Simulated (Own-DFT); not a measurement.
# What random displacements cost in beta-Si3N4, 42 atoms (N24Si18)

These are calculations, not measurements. They come from Own-DFT, an in-house plane-wave density functional program, since retired, whose code no person has reviewed. Each row is one single-point run on a periodic cell that was not relaxed, without spin or spin-orbit coupling.

Settings of every run: PBE; PseudoDojo norm-conserving scalar-relativistic files; cutoff 42 hartree; 3 x 3 x 3 k mesh centred on Gamma; Fermi-Dirac smearing of 0.1 eV.

Known limits, some of them of some rows only: some atoms lie very close together; forces on such cells passed a denser k mesh, each cell not checked; stress not checked against mesh or cutoff.

Cell vectors in Å: (7.606, 0.000, 0.000); (-3.803, 6.587, 0.000); (0.000, 0.000, 8.727). In each run every atom was moved at random and independently from its ideal site; u is the rms move along one axis. E is the free energy for each atom above the fitted value at u = 0, and F the rms of the force components.

| run | u (Å) | E (meV/atom) | F (eV/Å) | largest force (eV/Å) | P (GPa) |
|---|---|---|---|---|---|
| 1 | 0.0191 | 14.5 | 0.775 | 2.23 | 5.39 |
| 2 | 0.0207 | 20.2 | 0.876 | 2.91 | 5.56 |
| 3 | 0.0474 | 108.1 | 1.887 | 5.79 | 7.91 |
| 4 | 0.0484 | 98.9 | 1.849 | 7.80 | 7.89 |
| 5 | 0.1011 | ? | ? | ? | ? |
| 6 | 0.1029 | 459.0 | 4.553 | 21.76 | 15.92 |
| 7 | 0.1072 | 499.9 | 4.846 | 19.91 | 18.72 |
| 8 | 0.1363 | 916.2 | 7.983 | 45.52 | 26.81 |

## Worked fit

For small independent moves the energy grows as E = (3/2) K u², with K the mean stiffness felt by one atom. The runs with u up to 0.11 Å give K = 29.4 ± 0.9 eV/Å², with residuals divided by u² + 0.0006 Å², since the noise grows with the moves. The scatter is 6.5 meV/atom at u = 0.05 Å. The forces follow F = G u with G = 41.8 eV/Å²; no force at u = 0 is resolved. G exceeds K because the moves of its neighbours add to the force on an atom, and stiffness differs between atoms. The pressure follows P = 5.16 + 1108 u² GPa: at fixed volume, shortened bonds push harder than stretched ones pull.

## Withheld run

Question: what energy and rms force should run 5 give?

The fit gives 450 ± 27 meV/atom and about 4.22 eV/Å. The calculation gave 394.4 meV/atom and 3.755 eV/Å.
